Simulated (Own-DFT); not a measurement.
Simulation results for InAs (zincblende, strongly disordered by large displacements)

Computed with Own-DFT development build. A calculation, not a measurement: plane-wave PBE density functional theory by an unreviewed code, no spin, of a simulated periodic cell, stress positive in tension, free energy of the whole cell less one offset for each atom, forces on such cells passed a denser k mesh, this cell's mesh not checked; broken bonds can close the gap or carry spin, so checks made on this kind of crystal may not hold here; offsets are fitted by least squares, one for each functional and potential file, so energies compare only between cells with the same atoms and settings and are not formation energies; the far tail of each file's local potential was reset to the Coulomb form; each entry is a single point on an unrelaxed cell, so the pressure reflects the starting lattice, mostly measured values (interpolated for alloys), from which strain is counted, and rises with the displacements; printed positions are rounded, which can move forces by about a meV/angstrom; the program, named Own-DFT, is a retired in-house code; no spin-orbit coupling.

InAs (zincblende, strongly disordered by large displacements)

```
InAs
1.0
     12.1166     0.0000     0.0000
      0.0000    12.1166     0.0000
      0.0000     0.0000    12.1166
In As In As In As In As In As In As In As In As
4 4 4 4 4 4 4 4 4 4 4 4 4 4 4 4
Direct
  0.00407 0.03423 0.02214
  0.00928 0.29004 0.23676
  0.22741 0.00838 0.22642
  0.23353 0.25851 0.01624
  0.15121 0.12626 0.11558
  0.14329 0.36545 0.38957
  0.39623 0.10991 0.35265
  0.38155 0.35852 0.15063
  0.00782 0.00744 0.51065
  0.99845 0.25230 0.77793
  0.23603 0.00497 0.73521
  0.24283 0.26777 0.48802
  0.12223 0.12928 0.61852
  0.12430 0.40332 0.88973
  0.34782 0.14548 0.88915
  0.36839 0.37106 0.63009
  0.99555 0.53602 0.98602
  0.00392 0.78529 0.26114
  0.24735 0.50397 0.23172
  0.26732 0.74452 0.98592
  0.14218 0.62621 0.13666
  0.14445 0.83379 0.34505
  0.34207 0.64768 0.37659
  0.35930 0.90450 0.13563
  0.00825 0.49206 0.51326
  0.01832 0.75450 0.74908
  0.25895 0.50754 0.77046
  0.25460 0.76790 0.49938
  0.12390 0.62806 0.60665
  0.10142 0.84985 0.87907
  0.39746 0.62434 0.87324
  0.36410 0.89552 0.63065
  0.51857 0.99724 0.98521
  0.50422 0.24454 0.26620
  0.80193 0.01013 0.26021
  0.74944 0.26512 0.99101
  0.59836 0.10463 0.13709
  0.64394 0.34702 0.40166
  0.87629 0.16621 0.37558
  0.89259 0.39518 0.10703
  0.52998 0.99990 0.49224
  0.48582 0.24934 0.74533
  0.73245 0.01802 0.71509
  0.73332 0.21345 0.51774
  0.61573 0.13024 0.61242
  0.59441 0.38029 0.85861
  0.91097 0.12324 0.88592
  0.88740 0.38381 0.62086
  0.49407 0.48581 0.01887
  0.48728 0.74395 0.23849
  0.76030 0.52777 0.28183
  0.77758 0.76719 0.99370
  0.60515 0.63151 0.14752
  0.63963 0.87907 0.36545
  0.87388 0.61333 0.37591
  0.86844 0.89755 0.14790
  0.49695 0.47915 0.50174
  0.51819 0.75690 0.77944
  0.75784 0.52298 0.76004
  0.75828 0.72744 0.48647
  0.64620 0.66726 0.63078
  0.62469 0.85345 0.87541
  0.86744 0.60849 0.86507
  0.86192 0.85173 0.61918
```

```
functional                        : PBE
potential files                   : PseudoDojo norm-conserving, scalar-relativistic, standard set
wave cutoff                       : 42 hartree
occupations                       : Fermi-Dirac
smearing width                    : 0.1 eV
hardware                          : one NVIDIA H200
k mesh                            : 3 x 3 x 3 centred on Gamma
free energy of cell above offsets : 7.029 eV
pressure                          : 10.52 GPa
stress xx                         : -11 GPa
stress yy                         : -9.67 GPa
stress zz                         : -10.9 GPa
stress yz                         : -0.93 GPa
stress xz                         : -2.81 GPa
stress xy                         : -0.83 GPa
wall time                         : 1122 s
```

Force:
| element | x (eV/Å) | y (eV/Å) | z (eV/Å) |
| --- | --- | --- | --- |
| In | 0.4 | -3.8 | 1.355 |
| In | 0.583 | -1.138 | 0.749 |
| In | 1.398 | -2.822 | 6.398 |
| In | 2.147 | 4.557 | -2.16 |
| As | -4.784 | 2.34 | 0.31 |
| As | -6.088 | 6.635 | -6.638 |
| As | -2.922 | -1.599 | 2.423 |
| As | -1.1 | 1.015 | -1.184 |
| In | -1.737 | -1.612 | -1.471 |
| In | 1.993 | 2.947 | -2.943 |
| In | -0.675 | 0.493 | 2.626 |
| In | 6.445 | -7.058 | 5.487 |
| As | 0.339 | 2.218 | 0.745 |
| As | 0.115 | -1.608 | -0.138 |
| As | 1.663 | -2.011 | -1.828 |
| As | -0.976 | 0.716 | -0.245 |
| In | 2.602 | -0.657 | 2.964 |
| In | -7.646 | -4.267 | -4.461 |
| In | 2.062 | -2.521 | 2.963 |
| In | -0.698 | 1.099 | 1.207 |
| As | -3.363 | 3.061 | -3.029 |
| As | 6.637 | 5.21 | 4.025 |
| As | 3.005 | -3.107 | -1.738 |
| As | 3.408 | -3.286 | -3.014 |
| In | 0.687 | 0.405 | -2.197 |
| In | -3.183 | -3.013 | -4.236 |
| In | -0.329 | 0.082 | -1.825 |
| In | -0.38 | 0.952 | 3.305 |
| As | 1.372 | 0.752 | 1.748 |
| As | 3.223 | 4.088 | 4.315 |
| As | -0.309 | -1.007 | 0.89 |
| As | 2.737 | -1.389 | -0.686 |
| In | -2.13 | 0.253 | 0.006 |
| In | 2.253 | 1.468 | -0.292 |
| In | -5.669 | 5.939 | 5.879 |
| In | -0.578 | -0.725 | 0.39 |
| As | 2.881 | 0.935 | 0.176 |
| As | -1.097 | 2.781 | -2.196 |
| As | 1.61 | -0.836 | -0.075 |
| As | -1.876 | 0.497 | 0.309 |
| In | -2.654 | -1.809 | -1.184 |
| In | -0.781 | -1.33 | 0.667 |
| In | 2.934 | -3.414 | 2.819 |
| In | 7.532 | 4.719 | -3.644 |
| As | -7.142 | -1.322 | 5.58 |
| As | 2.457 | 0.821 | 0.769 |
| As | -5.323 | -0.383 | -1.539 |
| As | -2.567 | -2.299 | 2.442 |
| In | 0.224 | 0.373 | 0.129 |
| In | -3.021 | 3.506 | 2.67 |
| In | -7.349 | -6.249 | -6.502 |
| In | -0.413 | -0.952 | 0.69 |
| As | 3.941 | -2.844 | -2.788 |
| As | 0.65 | -0.992 | -0.6 |
| As | 8.895 | 4.302 | 4.184 |
| As | 3.944 | -5.816 | -7.227 |
| In | 0.324 | 1.632 | -0.389 |
| In | -5.515 | -3.876 | -6.638 |
| In | -5.887 | -4.842 | -5.832 |
| In | -0.483 | 2.59 | -1.535 |
| As | -2.496 | -2.758 | 1.885 |
| As | 5.962 | 6.502 | 4.25 |
| As | 3.556 | 6.475 | 3.343 |
| As | 1.193 | 1.983 | 0.537 |
